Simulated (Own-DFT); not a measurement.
# Shaking the atoms of rutile TiO2, 72 atoms (O48Ti24)

These are calculations, not measurements. They come from Own-DFT, an in-house plane-wave density functional program, since retired, whose code no person has reviewed. Each row is one single-point run on a periodic cell that was not relaxed, without spin or spin-orbit coupling.

Settings of every run: PBE; PseudoDojo norm-conserving scalar-relativistic files; cutoff 72 hartree; 3 x 3 x 3 k mesh centred on Gamma; Fermi-Dirac smearing of 0.1 eV.

Known limits, some of them of some rows only: some atoms lie very close together; oxygen file: force components 24 meV/angstrom off all-electron in a glass; forces on such cells passed a denser k mesh, each cell not checked; stress not checked against mesh or cutoff.

Cell vectors in Å: (9.187, 0.000, 0.000); (0.000, 9.187, 0.000); (0.000, 0.000, 8.876). In each run every atom was moved at random and independently from its ideal site; u is the rms move along one axis. E is the free energy for each atom above the fitted value at u = 0, and F the rms of the force components.

| run | u (Å) | E (meV/atom) | F (eV/Å) | largest force (eV/Å) | P (GPa) |
|---|---|---|---|---|---|
| 1 | 0.0192 | 7.9 | 0.373 | 1.58 | 4.66 |
| 2 | 0.0198 | ? | ? | ? | ? |
| 3 | 0.0204 | 8.8 | 0.385 | 1.50 | 5.24 |
| 4 | 0.0489 | 49.3 | 1.005 | 4.24 | 6.93 |
| 5 | 0.0536 | 58.2 | 1.012 | 3.10 | 6.69 |
| 6 | 0.0749 | 110.0 | 1.467 | 7.01 | 9.82 |
| 7 | 0.0838 | 164.8 | 2.084 | 11.33 | 10.58 |
| 8 | 0.1171 | 310.7 | 2.842 | 12.36 | 15.41 |
| 9 | 0.1856 | 740.1 | 4.572 | 20.81 | 32.86 |

## Worked fit

For small independent moves the energy grows as E = (3/2) K u², with K the mean stiffness felt by one atom. The runs with u up to 0.11 Å give K = 14.1 ± 0.6 eV/Å², with residuals divided by u² + 0.0006 Å², since the noise grows with the moves. The scatter is 4.2 meV/atom at u = 0.05 Å. The forces follow F = G u with G = 20.5 eV/Å²; no force at u = 0 is resolved. G exceeds K because the moves of its neighbours add to the force on an atom, and stiffness differs between atoms. At u = 0.186 Å the parabola gives 726 meV/atom and the run 740. The pressure follows P = 4.59 + 875 u² GPa: at fixed volume, shortened bonds push harder than stretched ones pull.

## Withheld run

Question: what energy and rms force should run 2 give?

The fit gives 8 ± 1 meV/atom and about 0.41 eV/Å. The calculation gave 7.4 meV/atom and 0.341 eV/Å. This run lies off the fit, by chance or by something that the fit leaves out.
